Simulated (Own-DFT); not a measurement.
# Computed records: GaN (wurtzite, strained, atoms displaced), GaP (zincblende, strained, atoms displaced), SiC (2H silicon carbide, atoms displaced)

Computed with Own-DFT development build. A calculation, not a measurement: plane-wave PBE density functional theory by an unreviewed code, no spin, of a simulated periodic cell, stress positive in tension, free energy of the whole cell less one offset for each atom, forces on such cells passed a denser k mesh, this cell's mesh not checked; offsets are fitted by least squares, one for each functional and potential file, so energies compare only between cells with the same atoms and settings and are not formation energies; the far tail of each file's local potential was reset to the Coulomb form; each entry is a single point on an unrelaxed cell, so the pressure reflects the starting lattice, mostly measured values (interpolated for alloys), from which strain is counted, and rises with the displacements; printed positions are rounded, which can move forces by about a meV/angstrom; the program, named Own-DFT, is a retired in-house code; no spin-orbit coupling.

Common to all runs: functional PBE.

(1) GaN (wurtzite, strained, atoms displaced)

```
CELL_PARAMETERS angstrom
12.75600 0.00000 0.00000
-4.78350 8.28530 0.02070
0.00000 0.02590 10.37000
ATOMIC_POSITIONS crystal
Ga 0.08310 0.22644 0.00258
Ga 0.17068 0.11350 0.25069
N 0.08390 0.22558 0.19312
N 0.17222 0.11686 0.43428
Ga 0.08213 0.21890 0.49584
Ga 0.16544 0.10037 0.74976
N 0.07612 0.21008 0.68887
N 0.16653 0.10470 0.94001
Ga 0.08434 0.56376 0.00763
Ga 0.16691 0.44339 0.25057
N 0.08222 0.55765 0.18571
N 0.16120 0.43718 0.42617
Ga 0.08159 0.55457 0.50418
Ga 0.16748 0.45409 0.74148
N 0.08156 0.56248 0.68050
N 0.16915 0.44372 0.93527
Ga 0.07984 0.88518 0.99697
Ga 0.17048 0.77411 0.25019
N 0.07900 0.88994 0.18683
N 0.16877 0.77267 0.43985
Ga 0.08478 0.88895 0.49792
Ga 0.16706 0.76902 0.74943
N 0.09120 0.88899 0.68527
N 0.17309 0.78711 0.93366
Ga 0.33370 0.22459 0.99926
Ga 0.41706 0.11458 0.24335
N 0.33173 0.22620 0.19138
N 0.41587 0.10398 0.44057
Ga 0.34339 0.22447 0.49553
Ga 0.41917 0.10707 0.74371
N 0.33269 0.21044 0.69247
N 0.41433 0.11173 0.94251
Ga 0.33463 0.56069 0.99314
Ga 0.41432 0.45124 0.25496
N 0.33384 0.55993 0.19729
N 0.41449 0.44005 0.44146
Ga 0.34048 0.55510 0.49585
Ga 0.41264 0.43959 0.75212
N 0.34012 0.56051 0.68709
N 0.41302 0.43682 0.93729
Ga 0.33366 0.88324 0.00011
Ga 0.42212 0.77864 0.24868
N 0.33181 0.88358 0.18021
N 0.40929 0.76786 0.44607
Ga 0.33574 0.88702 0.50910
Ga 0.42110 0.78990 0.74622
N 0.32962 0.88311 0.68975
N 0.41201 0.76951 0.94038
Ga 0.57812 0.21739 0.99489
Ga 0.66670 0.10183 0.24371
N 0.58373 0.22275 0.18821
N 0.67397 0.11514 0.44637
Ga 0.58561 0.22336 0.50493
Ga 0.66518 0.11174 0.75767
N 0.57541 0.22458 0.68413
N 0.67006 0.11573 0.95038
Ga 0.58746 0.55892 0.00279
Ga 0.66736 0.45042 0.24964
N 0.58594 0.56076 0.19005
N 0.66915 0.44444 0.44095
Ga 0.58557 0.54668 0.49351
Ga 0.67416 0.45612 0.75244
N 0.58863 0.55892 0.68689
N 0.67065 0.45211 0.93095
Ga 0.59094 0.89169 0.99885
Ga 0.66917 0.78015 0.25199
N 0.58338 0.88429 0.18349
N 0.66325 0.77721 0.44062
Ga 0.58458 0.88764 0.49999
Ga 0.66863 0.78051 0.74567
N 0.58906 0.89773 0.68929
N 0.66581 0.77416 0.93625
Ga 0.84142 0.22342 0.00086
Ga 0.91295 0.10359 0.23925
N 0.82675 0.21913 0.19497
N 0.91784 0.11069 0.43275
Ga 0.83474 0.22393 0.49953
Ga 0.91293 0.10528 0.75048
N 0.83611 0.22905 0.68174
N 0.91464 0.10107 0.94720
Ga 0.83278 0.55768 0.99586
Ga 0.92596 0.44670 0.25190
N 0.83276 0.56577 0.19158
N 0.91894 0.44766 0.43604
Ga 0.83781 0.55902 0.50134
Ga 0.90425 0.43930 0.75570
N 0.83890 0.55500 0.68830
N 0.91594 0.44364 0.93777
Ga 0.82967 0.87980 0.00340
Ga 0.91716 0.78120 0.24731
N 0.83757 0.88248 0.18588
N 0.91548 0.77607 0.44025
Ga 0.83689 0.89278 0.50147
Ga 0.92086 0.79246 0.74560
N 0.82756 0.88728 0.69536
N 0.91417 0.77510 0.94559
```

```
potential files                   : PseudoDojo norm-conserving, scalar-relativistic, standard set with the stringent files for Ga
wave cutoff                       : 96 hartree
occupations                       : Gaussian
smearing width                    : 0.01 eV
k mesh                            : 3 x 4 x 3 centred on Gamma
free energy of cell above offsets : -5.835 eV
pressure                          : 6.71 GPa
stress xx                         : -6.33 GPa
stress yy                         : -7.21 GPa
stress zz                         : -6.59 GPa
stress yz                         : 0.89 GPa
stress xz                         : 0.34 GPa
stress xy                         : 0.04 GPa
```

Force:
```tsv
element	x (eV/Å)	y (eV/Å)	z (eV/Å)
Ga	1.115	-0.647	-0.251
Ga	-0.927	-0.66	-0.376
N	-0.065	-0.508	-1.088
N	0.156	-0.692	0.969
Ga	0.264	0.162	0.205
Ga	-0.164	1.454	0.361
N	0.636	1.149	-0.295
N	-0.794	0.772	-0.167
Ga	0.59	-0.308	-2.367
Ga	-0.198	0.25	-1.085
N	0.985	-0.093	0.588
N	0.4	0.834	3.153
Ga	0.647	-0.335	-1.966
Ga	0.439	-1.256	0.507
N	0.147	-1.617	1.968
N	-1.162	0.518	0.003
Ga	0.576	0.492	0.724
Ga	-1.033	0.993	0.416
N	1.603	0.035	0.224
N	-0.309	0.742	-0.341
Ga	0.494	0.316	-0.533
Ga	-0.779	0.866	0.294
N	-1.259	-0.857	0.118
N	-0.729	-1.398	0.575
Ga	-0.404	-0.908	0.439
Ga	0.157	-0.658	0.661
N	0.86	0.542	-0.525
N	0.777	0.36	-0.806
Ga	-1.423	-1.233	1.193
Ga	-1.401	-0.218	1.674
N	-0.734	1.302	-0.992
N	0.667	-0.715	-1.002
Ga	0.457	-2.045	1.247
Ga	0.944	-0.75	-0.754
N	-0.059	-0.199	-1.624
N	1.298	0.527	-0.569
Ga	-1.897	-1.1	0.94
Ga	0.997	-0.146	-0.644
N	-0.785	-0.136	-0.141
N	0.389	1.674	0.53
Ga	-0.227	0.943	-0.715
Ga	-1.362	0.21	0.725
N	0.494	0.594	1.716
N	1.238	2.004	-1.359
Ga	-0.76	-0.312	-1.64
Ga	0.839	-1.562	0.73
N	0.503	0.688	0.444
N	1.141	2.469	-1.131
Ga	0.188	1.198	0.946
Ga	-1.658	1.002	1.52
N	0.151	0.131	-0.189
N	-1.52	-1.083	-1.497
Ga	0.3	-0.483	-1.534
Ga	0.161	0.964	-0.83
N	2.433	0.636	1.596
N	0.212	-0.236	-1.517
Ga	-0.816	-0.946	-0.52
Ga	0.837	-0.94	0.181
N	-0.746	-0.356	0.072
N	0.561	-0.337	-0.625
Ga	-1.048	1.194	1.356
Ga	-0.733	-0.756	-1.468
N	-0.877	-0.247	-0.288
N	-0.248	-1.044	1.686
Ga	-1.089	-0.804	-0.434
Ga	0.361	-0.088	0.135
N	0.394	0.135	0.607
N	1.102	-0.313	-0.328
Ga	-0.739	0.561	0.155
Ga	-1.353	-1.336	0.682
N	-0.387	-0.443	0.237
N	-0.011	0.503	-0.022
Ga	-0.968	0.103	0.739
Ga	0.254	0.792	1.242
N	1.955	0.873	-1.306
N	-0.417	-0.388	0.167
Ga	0.889	0.312	-0.741
Ga	-0.233	1.282	0.516
N	-0.238	-1.037	1.924
N	-0.17	0.666	-1.051
Ga	0.254	-0.701	1.432
Ga	-2.49	-0.435	0.009
N	1.111	-1.602	-0.831
N	-0.08	-0.231	0.378
Ga	-0.071	-0.575	-0.359
Ga	2.52	0.112	-0.619
N	-1.647	1.533	-0.195
N	0.368	0.233	0.792
Ga	-0.012	0.199	-0.528
Ga	1.238	-0.598	1.129
N	-2.379	0.831	0.363
N	0.032	0.714	-0.025
Ga	-0.556	-0.205	-0.332
Ga	1.173	-1.476	0.821
N	1.35	0.649	-1.448
N	0.299	0.485	-2.031
```

(2) GaP (zincblende, strained, atoms displaced)

```
CELL_PARAMETERS angstrom
10.86200 0.00000 0.00000
0.00000 10.86200 0.00000
0.00000 0.00000 10.93610
ATOMIC_POSITIONS crystal
Ga 0.00548 0.99413 0.99916
Ga 0.99298 0.25539 0.24648
Ga 0.24025 0.00604 0.24429
Ga 0.25644 0.25324 0.99936
P 0.12783 0.12671 0.12628
P 0.12187 0.37694 0.38036
P 0.37732 0.13028 0.36861
P 0.37064 0.37790 0.12523
Ga 0.00367 0.99641 0.49614
Ga 0.00270 0.24635 0.74836
Ga 0.25242 0.00133 0.74763
Ga 0.25104 0.24774 0.49717
P 0.12603 0.12553 0.62507
P 0.12180 0.37376 0.87510
P 0.36828 0.12906 0.87081
P 0.37133 0.37233 0.62547
Ga 0.00052 0.49890 0.00364
Ga 0.00595 0.74303 0.25390
Ga 0.25279 0.49180 0.25711
Ga 0.24950 0.74719 0.99997
P 0.12366 0.62309 0.12561
P 0.12915 0.86047 0.37320
P 0.37948 0.62199 0.37604
P 0.37124 0.87630 0.12097
Ga 0.99600 0.50031 0.50242
Ga 0.99681 0.74015 0.74724
Ga 0.24770 0.50456 0.75201
Ga 0.24325 0.74580 0.50545
P 0.12229 0.62116 0.61777
P 0.12588 0.87003 0.86875
P 0.37740 0.61409 0.88136
P 0.37558 0.87035 0.62562
Ga 0.50112 0.99476 0.99678
Ga 0.49789 0.25742 0.24521
Ga 0.74826 0.00096 0.25736
Ga 0.75651 0.25454 0.00303
P 0.62903 0.11918 0.12373
P 0.61721 0.37574 0.37147
P 0.87634 0.13335 0.38485
P 0.87078 0.37068 0.12423
Ga 0.49845 0.99576 0.49631
Ga 0.50300 0.25400 0.74818
Ga 0.75412 0.98776 0.74579
Ga 0.74965 0.25377 0.50120
P 0.62591 0.12784 0.62629
P 0.62544 0.37292 0.87613
P 0.87662 0.12369 0.87358
P 0.87081 0.38400 0.61872
Ga 0.49738 0.49818 0.00389
Ga 0.50333 0.75700 0.25341
Ga 0.75712 0.48954 0.24921
Ga 0.75059 0.75116 0.00433
P 0.62353 0.63481 0.12472
P 0.62146 0.87688 0.36706
P 0.87319 0.62729 0.37059
P 0.87611 0.87082 0.12092
Ga 0.49951 0.49848 0.50062
Ga 0.51454 0.74809 0.75779
Ga 0.75308 0.49811 0.75437
Ga 0.75402 0.75293 0.50038
P 0.61996 0.61552 0.62257
P 0.62712 0.87240 0.88241
P 0.87739 0.61918 0.87061
P 0.87268 0.87268 0.62353
```

```
potential files                   : PseudoDojo norm-conserving, scalar-relativistic, standard set
wave cutoff                       : 42 hartree
occupations                       : Fermi-Dirac
smearing width                    : 0.1 eV
hardware                          : one NVIDIA H100
k mesh                            : 3 x 3 x 3 centred on Gamma
free energy of cell above offsets : -33.540 eV
pressure                          : 3.5 GPa
stress xx                         : -3.65 GPa
stress yy                         : -3.58 GPa
stress zz                         : -3.28 GPa
stress yz                         : -0.67 GPa
stress xz                         : -0.14 GPa
stress xy                         : -0.54 GPa
wall time                         : 521.9 s
```

Force:
```tsv
element	x (eV/Å)	y (eV/Å)	z (eV/Å)
Ga	-0.198	0.387	-0.143
Ga	0.977	-0.703	0.748
Ga	1.29	-1.006	1.032
Ga	-0.842	-0.158	-0.088
P	-1.206	0.809	-0.872
P	-0.173	-0.456	-0.461
P	-0.41	-0.77	0.23
P	0.423	-0.223	-0.039
Ga	0.133	-0.008	0.157
Ga	-0.68	0.51	-0.173
Ga	-0.25	-0.387	-0.124
Ga	-0.056	-0.021	0.083
P	0.069	-0.479	-0.519
P	0.275	0.105	0.091
P	1.342	-0.401	0.291
P	0.097	0.47	-0.023
Ga	-0.068	-0.103	-0.291
Ga	-0.853	0.261	-0.924
Ga	-0.482	0.973	-0.129
Ga	0.051	-0.15	-0.249
P	0.64	-0.469	0.245
P	-0.139	1.842	0.023
P	-0.488	0.625	-0.042
P	0.044	-0.001	0.564
Ga	-0.064	0.377	-0.956
Ga	0.412	0.635	-0.193
Ga	0.022	-0.568	-0.195
Ga	1.45	-0.073	-0.406
P	-0.038	-0.061	1.172
P	0.036	-0.067	0.025
P	-0.276	1.437	-0.848
P	0.308	-0.047	0.28
Ga	-0.661	0.968	0.182
Ga	0.327	-0.961	-0.433
Ga	0.991	0.343	-0.647
Ga	-1.123	-1.464	-0.977
P	-0.398	0.847	-0.064
P	1.047	-0.04	0.309
P	0.101	-0.952	-1.056
P	0.985	0.919	-0.201
Ga	-0.11	0.677	0.253
Ga	-0.448	-0.387	0.121
Ga	-0.813	1.415	0.829
Ga	-0.731	0.237	0.036
P	0.058	-0.863	-0.186
P	0.13	0.26	0.462
P	-0.014	-0.304	0.044
P	0.272	-1.2	1.072
Ga	0.948	0.014	0.279
Ga	-1.261	-0.816	-0.867
Ga	-1.348	1.353	0.318
Ga	0.431	-0.632	-0.603
P	0.175	-1.53	0.368
P	0.859	0.04	1.706
P	0.042	-0.585	0.462
P	0.531	0.581	1.267
Ga	-0.642	-0.465	-0.074
Ga	-1.325	-0.634	-0.546
Ga	-0.765	-0.056	-0.524
Ga	-1.204	-0.682	-0.449
P	1.279	1.094	0.556
P	0.591	0.306	-0.819
P	-0.395	0.497	1.172
P	1.129	-0.263	-0.257
```

(3) SiC (2H silicon carbide, atoms displaced)

```
CELL_PARAMETERS angstrom
9.24810 0.00000 0.00000
-4.62410 8.00910 0.00000
0.00000 0.00000 10.06810
ATOMIC_POSITIONS crystal
Si 0.99771 0.99172 0.99683
Si 0.11116 0.21901 0.25535
C 0.99663 0.99637 0.19459
C 0.12231 0.21363 0.43334
Si 0.99789 0.99768 0.49361
Si 0.11564 0.23212 0.75263
C 0.01025 0.00521 0.67862
C 0.11490 0.23642 0.93443
Si 0.99984 0.33089 0.99578
Si 0.11389 0.56225 0.24591
C 0.99434 0.33401 0.19021
C 0.13258 0.56752 0.43451
Si 0.00422 0.34980 0.49413
Si 0.11438 0.54702 0.75254
C 0.99035 0.33861 0.68955
C 0.10548 0.54404 0.93446
Si 0.99828 0.67057 0.99739
Si 0.10100 0.87788 0.24973
C 0.00355 0.66727 0.18705
C 0.11751 0.88433 0.44447
Si 0.99752 0.65910 0.50270
Si 0.10788 0.87386 0.75206
C 0.99629 0.65761 0.68412
C 0.10807 0.89261 0.93950
Si 0.32444 0.98327 0.00176
Si 0.45329 0.22609 0.25203
C 0.32756 0.99893 0.18813
C 0.43342 0.21910 0.43372
Si 0.33170 0.99285 0.49539
Si 0.44817 0.22586 0.74724
C 0.32517 0.00147 0.68448
C 0.43513 0.22484 0.93663
Si 0.33897 0.34654 0.99978
Si 0.44576 0.55225 0.24257
C 0.31902 0.32135 0.18377
C 0.44752 0.55499 0.43324
Si 0.33513 0.33448 0.50208
Si 0.45151 0.55408 0.75552
C 0.32893 0.34080 0.68762
C 0.43603 0.54549 0.93779
Si 0.33195 0.67070 0.00212
Si 0.45333 0.89818 0.24629
C 0.33287 0.66544 0.19222
C 0.44573 0.88844 0.44541
Si 0.33273 0.67285 0.50269
Si 0.43339 0.87530 0.75848
C 0.32102 0.65183 0.69302
C 0.46102 0.89618 0.93769
Si 0.66079 0.00272 0.99703
Si 0.78253 0.22233 0.25232
C 0.67127 0.00371 0.17624
C 0.79308 0.23292 0.44458
Si 0.65845 0.99564 0.50770
Si 0.78196 0.23326 0.74836
C 0.66595 0.99366 0.68507
C 0.78850 0.22673 0.93647
Si 0.64629 0.32751 0.01485
Si 0.77804 0.57658 0.23884
C 0.65769 0.33900 0.19538
C 0.77261 0.56082 0.43616
Si 0.67111 0.33266 0.48948
Si 0.77770 0.55624 0.75768
C 0.68489 0.35043 0.68543
C 0.76913 0.55818 0.94253
Si 0.68638 0.67160 0.98651
Si 0.77361 0.88658 0.25822
C 0.66382 0.65808 0.18458
C 0.78049 0.88444 0.43888
Si 0.65742 0.66760 0.50524
Si 0.77580 0.88655 0.76275
C 0.67048 0.67458 0.69135
C 0.77513 0.88507 0.93461
```

```
potential files                   : PseudoDojo norm-conserving, scalar-relativistic, standard set
wave cutoff                       : 42 hartree
occupations                       : Fermi-Dirac
smearing width                    : 0.1 eV
hardware                          : one NVIDIA H100
k mesh                            : 4 x 4 x 3 centred on Gamma
free energy of cell above offsets : -2.655 eV
pressure                          : 6.43 GPa
stress xx                         : -6.83 GPa
stress yy                         : -4.67 GPa
stress zz                         : -7.8 GPa
stress yz                         : -0.34 GPa
stress xz                         : -0.14 GPa
stress xy                         : -1.51 GPa
wall time                         : 352.5 s
```

Force:
```tsv
element	x (eV/Å)	y (eV/Å)	z (eV/Å)
Si	-1.765	3.18	1.381
Si	-0.85	0.102	-1.425
C	-0.374	-0.554	-1.384
C	-2.59	1.485	1.34
Si	1.65	-0.044	1.395
Si	-0.95	-1.736	-1.573
C	-1.19	-0.749	2.751
C	1.255	-2.471	0.915
Si	-0.227	0.117	2.048
Si	0.585	-1.477	0.856
C	1.515	0.488	-0.537
C	-3.757	-1.532	-0.602
Si	3.2	-1.19	1.65
Si	-2.726	0.289	-0.298
C	3.07	-0.642	-1.7
C	-0.543	3.253	1.263
Si	0.804	-1.586	0.219
Si	0.995	2.243	1.588
C	-1.275	-0.428	-1.2
C	-2.006	-1.111	-1.896
Si	-0.49	0.95	-1.23
Si	-1.34	2.433	-2.005
C	0.521	0.3	2.328
C	1.659	-2.065	-0.941
Si	0.101	3.221	-0.052
Si	-4.092	-1.531	-0.144
C	1.092	-0.262	0.108
C	2.733	-0.267	1.217
Si	-0.672	1.698	1.228
Si	-0.397	0.023	-0.162
C	2.123	-0.682	1.207
C	1.264	-1.295	0.212
Si	-0.951	-4.121	0.821
Si	-0.757	-1.018	0.967
C	1.93	1.927	0.358
C	-1.283	0.295	0.633
Si	-0.301	0.256	-0.421
Si	-1.413	0.187	-0.916
C	2.162	-0.321	-0.208
C	0.952	4.764	-0.097
Si	1.028	-1.343	-0.11
Si	-0.87	-1.333	0.768
C	0.486	1.269	-1.348
C	0.369	0.785	-2.132
Si	2.851	-0.889	0.625
Si	0.406	1.855	-3.047
C	2.186	2.151	-0.659
C	-4.401	-2.671	0.071
Si	4.045	1.987	-0.162
Si	-1.251	0.466	-0.109
C	-0.256	-0.236	2.96
C	-2.042	-2.562	-2.02
Si	2.365	1.085	-1.024
Si	-0.649	-2.276	0.503
C	-1.077	0.555	2.707
C	-3.121	-0.872	0.263
Si	2.02	0.321	-2.547
Si	3.969	-3.888	3.651
C	3.194	0.791	-0.437
C	1.117	-0.251	-0.506
Si	-1.678	1.237	1.245
Si	0.224	0.775	-1.715
C	-2.437	-2.474	-0.469
C	5.283	-3.105	-1.267
Si	-7.094	0.835	3.666
Si	0.225	-0.233	-2.083
C	-3.265	3.634	-2.29
C	-2.175	0.566	0.325
Si	1.821	-0.234	-0.554
Si	0.905	1.952	-5.143
C	0.067	-1.311	0.533
C	0.095	1.291	2.61
```
